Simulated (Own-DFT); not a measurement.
# Strain and stress in 4H SiC, 32 atoms (C16Si16)

These are calculations, not measurements. The program, named Own-DFT, is a retired in-house plane-wave density functional code that no person has reviewed. Each row is one single-point run on a periodic cell that was not relaxed, without spin or spin-orbit coupling.

Settings of every run: PBE; PseudoDojo norm-conserving scalar-relativistic files; cutoff 42 hartree; 5 x 5 x 3 k mesh centred on Gamma; Fermi-Dirac smearing of 0.1 eV.

Known limits: forces on such cells passed a denser k mesh, each cell not checked; stress not checked against mesh or cutoff.

Unstrained cell vectors in Å: (6.165, 0.000, 0.000); (-3.083, 5.339, 0.000); (0.000, 0.000, 10.068). The unstrained cell has measured lattice constants (interpolated for alloys), not those of this functional. That, the random moves and any unrelaxed bonds set the pressure at no strain. Each run strains this cell uniformly, with the atoms carried along. Every atom was also moved at random, by a Gaussian of width 0.05 Å on each axis. Strain is the symmetric tensor, in per cent. Stress is positive in tension, and the pressure is minus a third of its trace.

| run | e_xx (%) | e_yy (%) | e_zz (%) | e_yz (%) | e_xz (%) | e_xy (%) | s_xx (GPa) | s_yy (GPa) | s_zz (GPa) | s_yz (GPa) | s_xz (GPa) | s_xy (GPa) | P (GPa) | E (meV/atom) |
|---|---|---|---|---|---|---|---|---|---|---|---|---|---|---|
| 1 | 1.58 | -1.83 | -2.00 | 0.39 | -0.09 | 0.53 | 2.41 | -13.99 | -21.81 | 0.96 | 0.55 | 3.63 | 11.13 | 54.8 |
| 2 | -1.03 | -1.19 | 0.96 | -0.97 | -1.98 | -1.33 | -13.32 | -14.17 | 0.35 | -3.09 | -7.47 | -6.69 | 9.05 | 46.2 |
| 3 | 0.38 | -0.44 | -0.77 | -0.83 | -1.62 | -0.95 | -5.30 | -6.18 | -10.35 | -2.82 | -5.82 | -5.95 | 7.28 | 37.1 |
| 4 | -1.66 | 0.26 | -0.45 | -1.51 | 0.75 | -1.80 | -13.59 | -1.85 | -15.99 | -4.81 | 2.22 | -9.18 | 10.48 | 61.3 |
| 5 | -0.79 | 1.20 | 0.15 | 1.51 | -1.61 | 1.82 | -11.14 | 0.58 | -4.79 | 5.49 | -6.49 | 8.71 | 5.11 | 58.4 |
| 6 | -1.22 | -0.29 | 0.14 | -1.75 | 0.41 | -1.73 | -15.23 | -6.05 | -4.47 | -6.37 | -0.34 | -8.96 | 8.59 | 31.6 |
| 7 | -1.65 | -1.31 | -0.09 | 0.44 | 1.80 | -0.94 | -17.33 | -12.18 | -8.39 | 3.23 | 6.32 | -3.36 | 12.63 | 40.0 |
| 8 | -0.19 | 1.12 | 0.81 | 0.74 | 1.64 | -0.82 | -3.35 | 1.10 | -0.77 | 2.62 | 4.62 | -4.04 | 1.01 | 0.6 |
| 9 | 1.53 | 1.78 | 1.40 | 0.62 | -0.22 | -0.11 | 3.31 | 6.22 | 3.19 | 1.15 | -0.92 | -0.83 | -4.24 | 20.6 |
| 10 | 0.85 | 0.13 | -1.15 | -0.82 | 1.92 | -1.02 | -0.60 | -5.03 | -12.97 | -3.95 | 6.76 | -2.72 | 6.20 | 61.1 |
| 11 | -0.04 | -1.65 | 1.89 | -1.34 | -0.21 | 1.31 | -6.01 | -11.55 | 3.97 | -3.95 | -2.06 | 5.57 | 4.53 | 14.7 |
| 12 | 0.18 | 0.95 | -0.15 | 0.36 | 1.92 | 0.76 | -2.04 | 0.23 | -5.40 | 1.20 | 5.96 | 3.49 | 2.40 | 0.0 |
| 13 | 1.86 | -0.72 | -1.03 | -0.32 | -0.81 | -1.83 | 3.95 | -11.32 | -9.91 | -1.06 | -3.24 | -8.33 | 5.76 | 47.5 |
| 14 | -1.30 | 1.69 | -0.58 | 1.47 | -0.49 | 1.02 | -11.35 | 1.68 | -7.49 | 5.12 | -1.87 | 4.27 | 5.72 | 24.0 |
| 15 | 0.42 | 0.75 | 1.55 | -1.51 | -0.58 | -0.80 | -0.32 | -2.24 | 2.75 | -5.83 | -2.69 | -4.32 | -0.06 | 26.9 |
| 16 | -1.14 | -0.37 | -1.18 | -1.32 | 0.03 | 2.00 | ? | ? | ? | ? | ? | ? | ? | ? |

E is the free energy for each atom above the lowest run shown.

## Worked fit

Each stress component was fitted by least squares to a constant and the strains of the runs shown, as fractions, with shears doubled. Shear strains stay in the fit of a normal stress only where such slopes are resolved. The slopes, in GPa:

| stress | at no strain | per e_xx | per e_yy | per e_zz | scatter |
|---|---|---|---|---|---|
| s_xx | -5.6 | 592 ± 39 | 97 ± 38 | 25 ± 42 | 1.69 |
| s_yy | -5.1 | 13 ± 40 | 517 ± 40 | 28 ± 44 | 1.76 |
| s_zz | -6.4 | 59 ± 57 | 65 ± 56 | 633 ± 62 | 2.46 |

Each shear stress against twice its own strain: yz 191 ± 8, xz 174 ± 6, xy 235 ± 12 GPa. These are stiffnesses along x, y and z of the frame in which the cell vectors are given, which need not be the crystal's axes. The atoms are held to the strained lattice; where symmetry lets them move under strain, relaxing them would lower some slopes. The table should be nearly symmetric about its diagonal, and what it lacks of that shows the noise. A ninth of its sum, 225 ± 8 GPa, estimates the bulk modulus near the mean pressure of these runs, 5.7 GPa, so it lies above the value at zero pressure.

## Withheld run

Question: what normal stresses and pressure should run 16 give?

The fit gives s_xx = -13.0, s_yy = -7.5, s_zz = -14.8 and P = 11.8 GPa. The calculation gave -14.81, -7.32, -14.16 and P = 12.10 GPa.
